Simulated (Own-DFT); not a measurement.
# Device materials side by side: how hard are they to compress?

Source: density functional calculations with Own-DFT, an unreviewed in-house program that is no longer used. Nothing was measured or relaxed, and spin and spin-orbit coupling are left out.

Keep in mind (not all hold for every row): forces on such cells moved up to 12 meV/angstrom on a denser k mesh; forces not confirmed at this smearing and k mesh; k mesh not checked against a denser one; forces on such cells passed a denser k mesh, each cell not checked; stress not checked against mesh or cutoff.

All runs are PBE with PseudoDojo norm-conserving files; cutoff and k mesh are each material's own. Every cell starts from measured lattice constants and was given uniform random strains and small random moves of its atoms. Each triple is the change of volume in per cent, the rms move u in Å and the pressure in GPa.

- 3C SiC (C32Si32), 10.36 Å³/atom unstrained: (-2.87, 0.049, 12.78); (-0.90, 0.053, 7.86); (-0.87, 0.052, 8.17); (-0.43, 0.053, 6.32); (-0.23, 0.050, 6.62); (0.49, 0.050, 4.21); (1.52, 0.050, 2.38)
- wurtzite AlN (Al64N64), 10.45 Å³/atom unstrained: (-3.07, 0.048, 13.20); (-1.71, 0.050, 10.14); (-1.31, 0.050, 8.69); (0.07, 0.052, 6.24); (2.12, 0.049, 1.28); (2.16, 0.049, 1.37); (3.66, 0.051, -1.28)
- wurtzite GaN (Ga48N48), 11.42 Å³/atom unstrained: (-1.64, 0.046, 10.44); (-1.13, 0.050, 9.75); (-0.30, 0.050, 7.86); (0.01, 0.052, 7.53); (0.25, 0.048, 6.48); (1.55, 0.050, 4.23); (3.77, 0.047, 0.16)
- diamond silicon (Si64), 20.02 Å³/atom unstrained: (-3.44, 0.048, 6.38); (-0.90, 0.052, 3.51); (-0.79, 0.050, 3.37); (-0.07, 0.050, 2.72); (1.44, 0.048, 1.09); (1.69, 0.050, 1.02); (2.79, 0.051, 0.13)
- zincblende InP (In48P48), 25.27 Å³/atom unstrained: withheld
- grey tin (Sn64), 34.15 Å³/atom unstrained: (-2.92, 0.045, 5.35); (-0.94, 0.052, 4.24); (-0.41, 0.047, 3.85); (0.41, 0.050, 3.48); (1.71, 0.046, 2.78); (1.94, 0.050, 2.74); (2.11, 0.047, 2.63)

## What the rows give

Fit a line to each set against the fractional change of volume; B is minus its slope, and u is nearly the same within a set. To take it to zero pressure, assume that B rises by 4 GPa for each GPa: B0 = B - 4 x (mean pressure). The bond length of an ideal tetrahedral crystal with the unstrained volume v is d = (√3/4)(8 v)^(1/3). Cohen's empirical rule reads B0 = (1971 - 220 L) d^(-3.5) GPa, with L = 0 for group IV crystals and SiC and 1 for III-V compounds.

```
material,L,d (Å),B (GPa),mean P (GPa),B0 (GPa),rule (GPa)
3C SiC (C32Si32),0,1.888,242 ± 11,6.9,214 ± 11,213
wurtzite AlN (Al64N64),1,1.893,218 ± 6,5.7,195 ± 6,188
wurtzite GaN (Ga48N48),1,1.950,193 ± 5,6.6,166 ± 5,169
diamond silicon (Si64),0,2.352,101 ± 4,2.6,91 ± 4,99
zincblende InP (In48P48),1,2.541,?,?,?,67
grey tin (Sn64),0,2.810,54 ± 1,3.6,39 ± 1,53
```

A line through ln[B0/(1971 - 220 L)] against ln d has a slope of -4.2 ± 0.1 and a scatter of 4 %. Against the rule, B0 stands at 100 % for 3C SiC, 104 % for wurtzite AlN, 98 % for wurtzite GaN, 92 % for diamond silicon, 74 % for grey tin. PBE tends to make silicon and heavier crystals too soft, and the rule itself is only a guide.

## Withheld run

Asked: what B0 does the fitted trend give for zincblende InP (In48P48)?

Estimate: 55 GPa. Its own runs give B = 72 ± 3 GPa at a mean pressure of 3.2 GPa, so B0 = 59 GPa.
